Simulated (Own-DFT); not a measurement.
# Strain and stress in 4H SiC, 72 atoms (C36Si36)

Calculated results; nothing here was measured. The program, named Own-DFT, is a retired in-house plane-wave density functional code that no person has reviewed. Each row is one single-point run on a periodic cell that was not relaxed, without spin or spin-orbit coupling.

Settings of every run: PBE; PseudoDojo norm-conserving scalar-relativistic files; cutoff 42 hartree; 4 x 4 x 3 k mesh centred on Gamma; Fermi-Dirac smearing of 0.1 eV.

Known limits: forces on such cells passed a denser k mesh, each cell not checked; stress not checked against mesh or cutoff.

Unstrained cell vectors in Å: (9.248, 0.000, 0.000); (-4.624, 8.009, 0.000); (0.000, 0.000, 10.068). The unstrained cell has measured lattice constants (interpolated for alloys), not those of this functional. That, the random moves and any unrelaxed bonds set the pressure at no strain. Each run strains this cell uniformly, with the atoms carried along. Every atom was also moved at random, by a Gaussian of width 0.05 Å on each axis. Strain is the symmetric tensor, in per cent. Stress is positive in tension, and the pressure is minus a third of its trace.

| run | e_xx (%) | e_yy (%) | e_zz (%) | e_yz (%) | e_xz (%) | e_xy (%) | s_xx (GPa) | s_yy (GPa) | s_zz (GPa) | s_yz (GPa) | s_xz (GPa) | s_xy (GPa) | P (GPa) | E (meV/atom) |
|---|---|---|---|---|---|---|---|---|---|---|---|---|---|---|
| 1 | -0.07 | -0.62 | -0.97 | 0.34 | -1.16 | 1.86 | -6.22 | -7.85 | -15.14 | 1.19 | -4.78 | 8.30 | 9.74 | 38.1 |
| 2 | -1.04 | 1.69 | 0.96 | 0.03 | 0.31 | 0.20 | -7.33 | 4.74 | -2.25 | -0.02 | 0.58 | 1.61 | 1.61 | 10.4 |
| 3 | 0.95 | -1.74 | 1.13 | 1.58 | -0.36 | -0.84 | -1.07 | -10.70 | -0.80 | 5.57 | -1.08 | -4.03 | 4.19 | 9.0 |
| 4 | -1.40 | 0.02 | 1.71 | -0.36 | -0.40 | -1.03 | -11.09 | -5.11 | 3.41 | -1.05 | -0.97 | -4.98 | 4.26 | 7.8 |
| 5 | -1.30 | -0.06 | -0.16 | 1.77 | 1.06 | 0.23 | -12.18 | -5.07 | -10.13 | 5.72 | 4.32 | 0.76 | 9.12 | 38.7 |
| 6 | -0.01 | 1.85 | -1.33 | -0.94 | -1.78 | 0.52 | -4.44 | 5.51 | -13.25 | -2.99 | -6.21 | 1.35 | 4.06 | 19.7 |
| 7 | 1.71 | 1.13 | 1.63 | 1.46 | 1.42 | 1.84 | 3.71 | 1.47 | 5.36 | 4.40 | 4.50 | 8.84 | -3.51 | 28.6 |
| 8 | -1.27 | 0.92 | 1.65 | 0.71 | 1.14 | -1.18 | -13.14 | 0.14 | 3.17 | 2.29 | 4.89 | -6.90 | 3.27 | 44.1 |
| 9 | 0.31 | 0.18 | -0.49 | -0.75 | 0.55 | -0.24 | -3.03 | -2.10 | -11.32 | -1.65 | 1.80 | -1.72 | 5.48 | 20.6 |
| 10 | 0.39 | 1.12 | 1.78 | -0.96 | -0.96 | -1.80 | -1.90 | 2.21 | 5.15 | -3.37 | -2.80 | -7.81 | -1.82 | 12.6 |
| 11 | -1.87 | -1.29 | -1.59 | 0.10 | 1.11 | 1.03 | -18.45 | -16.24 | -17.74 | 0.97 | 2.69 | 5.98 | 17.47 | 52.8 |
| 12 | 0.56 | -1.60 | 0.14 | -1.78 | 0.66 | 0.07 | -3.54 | -13.25 | -5.91 | -6.24 | 1.66 | 0.65 | 7.57 | 23.5 |
| 13 | 0.71 | 1.88 | 1.05 | -0.89 | -0.83 | -0.38 | 2.12 | 6.06 | 0.53 | -3.12 | -2.10 | -1.90 | -2.90 | 0.0 |
| 14 | 1.09 | -0.83 | 1.97 | -1.89 | -1.13 | -0.15 | -0.41 | -7.96 | 5.70 | -6.28 | -3.96 | -0.95 | 0.89 | 23.7 |
| 15 | -0.78 | -1.63 | -1.88 | 1.49 | 1.35 | 1.36 | -10.54 | -17.44 | -21.42 | 5.87 | 4.99 | 6.65 | 16.46 | 62.3 |
| 16 | 1.54 | 1.35 | 1.04 | 0.86 | -1.69 | -0.02 | 5.05 | 4.68 | -0.94 | 2.41 | -5.84 | -0.46 | -2.93 | 14.6 |
| 17 | -0.49 | 1.34 | 0.79 | 0.07 | 0.29 | 1.50 | ? | ? | ? | ? | ? | ? | ? | ? |

E is the free energy for each atom above the lowest run shown.

## Worked fit

Each stress component was fitted by least squares to a constant and the strains of the runs shown, as fractions, with shears doubled. Shear strains stay in the fit of a normal stress only where such slopes are resolved. The slopes, in GPa:

| stress | at no strain | per e_xx | per e_yy | per e_zz | scatter |
|---|---|---|---|---|---|
| s_xx | -5.2 | 541 ± 32 | 100 ± 27 | 16 ± 28 | 1.28 |
| s_yy | -4.8 | 88 ± 36 | 553 ± 31 | 54 ± 33 | 1.46 |
| s_zz | -7.4 | 46 ± 29 | 45 ± 24 | 643 ± 26 | 1.16 |

Each shear stress against twice its own strain: yz 166 ± 4, xz 175 ± 7, xy 243 ± 14 GPa. These are stiffnesses along x, y and z of the frame in which the cell vectors are given, which need not be the crystal's axes. The atoms are held to the strained lattice; where symmetry lets them move under strain, relaxing them would lower some slopes. The table should be nearly symmetric about its diagonal, and what it lacks of that shows the noise. A ninth of its sum, 232 ± 5 GPa, estimates the bulk modulus near the mean pressure of these runs, 4.6 GPa, so it lies above the value at zero pressure.

## Withheld run

Question: what normal stresses and pressure should run 17 give?

The fit gives s_xx = -6.4, s_yy = 2.6, s_zz = -2.0 and P = 1.9 GPa. The calculation gave -6.98, 3.20, -1.64 and P = 1.81 GPa.
